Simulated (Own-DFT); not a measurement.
# Strain and stress in wurtzite GaN, 72 atoms (Ga36N36)

Calculated results; nothing here was measured. They come from Own-DFT, an in-house plane-wave density functional program, since retired, whose code no person has reviewed. Each row is one single-point run on a periodic cell that was not relaxed, without spin or spin-orbit coupling.

Settings of every run: PBE; PseudoDojo norm-conserving scalar-relativistic files (stringent for Ga); cutoff 96 hartree; 4 x 4 x 3 k mesh centred on Gamma; Gaussian smearing of 0.01 eV.

Known limits: forces not confirmed at this smearing and k mesh; stress not checked against mesh or cutoff.

Unstrained cell vectors in Å: (9.567, 0.000, 0.000); (-4.783, 8.285, 0.000); (0.000, 0.000, 10.370). The unstrained cell has measured lattice constants (interpolated for alloys), not those of this functional. That, the random moves and any unrelaxed bonds set the pressure at no strain. Each run strains this cell uniformly, with the atoms carried along. Every atom was also moved at random, by a Gaussian of width 0.05 Å on each axis. Strain is the symmetric tensor, in per cent. Stress is positive in tension, and the pressure is minus a third of its trace.

| run | e_xx (%) | e_yy (%) | e_zz (%) | s_xx (GPa) | s_yy (GPa) | s_zz (GPa) | P (GPa) | E (meV/atom) |
|---|---|---|---|---|---|---|---|---|
| 1 | 3.00 | 3.00 | 0.00 | 6.68 | 4.87 | -2.07 | -3.16 | 15.8 |
| 2 | 1.25 | 1.25 | 0.00 | 0.39 | -1.67 | -6.57 | 2.62 | 12.0 |
| 3 | -1.75 | -1.75 | 0.00 | -16.59 | -18.38 | -9.85 | 14.94 | 50.3 |
| 4 | 2.25 | 2.25 | 0.00 | 4.67 | 3.69 | -4.85 | -1.17 | 0.0 |
| 5 | 1.75 | 1.75 | 0.00 | 0.98 | 1.99 | -4.50 | 0.51 | 3.3 |
| 6 | -2.50 | -2.50 | 0.00 | -21.88 | -24.79 | -9.73 | 18.80 | 67.9 |
| 7 | -0.25 | -0.25 | 0.00 | -9.12 | -8.45 | -7.15 | 8.24 | 21.1 |
| 8 | 0.75 | 0.75 | 0.00 | -3.08 | -2.59 | -6.79 | 4.15 | 8.0 |
| 9 | -0.75 | -0.75 | 0.00 | ? | ? | ? | ? | ? |

E is the free energy for each atom above the lowest run shown.

## Worked fit

The change of volume is close to e_xx + e_yy + e_zz. A straight line through the runs shown gives P = 7.95 - 201 x (fractional change of volume) GPa, with an error of 7 on the slope and a scatter of 0.76 GPa. The strain isn't the same on all axes and the cell isn't cubic, so the slope belongs to this path and is not the bulk modulus.

## Withheld run

Question: what pressure should run 9 give? Its volume changes by -1.49 %.

The line gives 11.0 GPa. The calculation gave 9.88 GPa.
